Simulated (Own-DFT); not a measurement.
# One host, several defects: zincblende GaP

Source: density functional calculations with Own-DFT, an unreviewed in-house program that is no longer used. Nothing was measured or relaxed, and spin and spin-orbit coupling are left out.

Common settings: PBE; PseudoDojo norm-conserving scalar-relativistic files; cutoff 42 hartree; 3 x 3 x 3 k mesh centred on Gamma; Fermi-Dirac smearing of 0.1 eV.

Known weak points (not all hold for every row): not probed for a lower state with spin; forces on such cells failed a check on a denser k mesh; forces on such cells passed a denser k mesh, each cell not checked; stress not checked against mesh or cutoff.

All runs share one cell, with vectors in Å (10.901, 0.000, 0.000); (0.000, 10.901, 0.000); (0.000, 0.000, 10.901) and a volume of 1295.4 Å³. Atoms were moved at random from their sites; u is the rms move along one axis. The defect's site can differ from row to row.

| cell | formula | u (Å) | P (GPa) |
|---|---|---|---|
| no defect | Ga32P32 | 0.0203 | 2.72 |
| no defect | Ga32P32 | 0.0485 | 3.24 |
| no defect | Ga32P32 | 0.0517 | 3.44 |
| one P on a Ga site | Ga31P33 | 0.0294 | 2.91 |
| one P on a Ga site | Ga31P33 | 0.0299 | 2.96 |
| one P on a Ga site | Ga31P33 | 0.0509 | 3.24 |
| one Ga on a P site and one P on a Ga site | Ga32P32 | 0.0303 | 2.96 |
| one Ga on a P site and one P on a Ga site | Ga32P32 | 0.0479 | 3.28 |
| one Ga on a P site and one P on a Ga site | Ga32P32 | 0.0493 | 3.36 |
| one As on a P site | AsGa32P31 | 0.0287 | 3.18 |
| one As on a P site | AsGa32P31 | 0.0299 | 3.21 |
| one As on a P site | AsGa32P31 | 0.0518 | ? |
| one As on a P site | AsGa32P31 | 0.0520 | 3.70 |
| one Ga on a P site | Ga33P31 | 0.0275 | 3.29 |
| one Ga on a P site | Ga33P31 | 0.0519 | 3.81 |
| one Ga on a P site | Ga33P31 | 0.0526 | 3.89 |

## Analysis

P = P0 + c u² + a shift for each defect gives P0 = 2.65 GPa, c = 264 ± 17 GPa/Å² and a scatter of 0.06 GPa. The shifts, and each times the cell's volume:

- one Ga on a P site: 0.47 ± 0.05 GPa, 3.8 eV
- one As on a P site: 0.32 ± 0.05 GPa, 2.6 eV
- one Ga on a P site and one P on a Ga site: 0.05 ± 0.05 GPa, 0.4 eV (not resolved)
- one P on a Ga site: 0.00 ± 0.05 GPa, 0.0 eV (not resolved)

Against the defect-free cell, a freed cell would be larger where the shift is positive and smaller where it is negative (160.2 GPa Å³ is 1 eV). The atoms around the defects weren't relaxed, which would change these numbers.

## Check

Question: what pressure belongs in the blank (one As on a P site, u = 0.0518 Å)?

Estimate: 3.68 ± 0.07 GPa. The hidden result is 3.53 GPa.
